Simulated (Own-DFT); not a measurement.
# More of the guest, more pressure: Ge in Si

Everything here is calculated. The program is Own-DFT (plane waves, in-house, since retired, never reviewed by a person); positions were held fixed, and spin and spin-orbit coupling were off.

Settings: PBE; PseudoDojo norm-conserving scalar-relativistic files; cutoff 42 hartree; 3 x 3 x 2 k mesh centred on Gamma; Fermi-Dirac smearing of 0.1 eV.

Known weak points: forces on such cells moved up to 12 meV/angstrom on a denser k mesh; stress not checked against mesh or cutoff.

One cell of 96 atoms is used throughout, with vectors in Å (10.862, 0.000, 0.000); (0.000, 10.862, 0.000); (0.000, 0.000, 16.293). Some planes normal to z hold Ge in place of Si, either as pure planes or mixed at random through a layer; x is the share of Ge among all Ge and Si sites. u is the rms random offset of the atoms per axis. Stress is positive in tension.

| x | layer | u (Å) | (s_xx + s_yy)/2 (GPa) | s_zz (GPa) |
|---|---|---|---|---|
| 0.125 | mixed layer | 0.0311 | -3.71 | -3.77 |
| 0.125 | mixed layer | 0.0281 | -3.81 | -3.76 |
| 0.167 | pure planes | 0.0288 | -4.35 | -4.35 |
| 0.167 | pure planes | 0.0573 | -5.06 | -4.96 |
| 0.188 | mixed layer | 0.0593 | -5.18 | -5.17 |
| 0.188 | mixed layer | 0.0314 | -4.63 | -4.61 |
| 0.250 | mixed layer | 0.0307 | ? | ? |
| 0.500 | pure planes | 0.0315 | -9.20 | -9.15 |
| 0.500 | pure planes | 0.0286 | -9.15 | -9.14 |

## Working it out

In the plane: -1.74 - 14.4 x - 240 u² GPa (slope in x ± 0.2, scatter 0.09). Along z: -1.76 - 14.4 x - 223 u² GPa (± 0.1, scatter 0.05). The two slopes nearly agree: every atom sits on the host's lattice on all three axes, so the larger Ge atoms are squeezed alike in all directions, and the layering hardly shows. The constants are the stress of this functional at the host's measured lattice. A real film keeps the in-plane spacing but grows in height until s_zz vanishes, which relieves part of the in-plane stress too.

## The run left out

The question: what are the two stresses at x = 0.250?

From the fit: -5.6 and -5.6 GPa. The run itself gave -5.49 and -5.47 GPa.
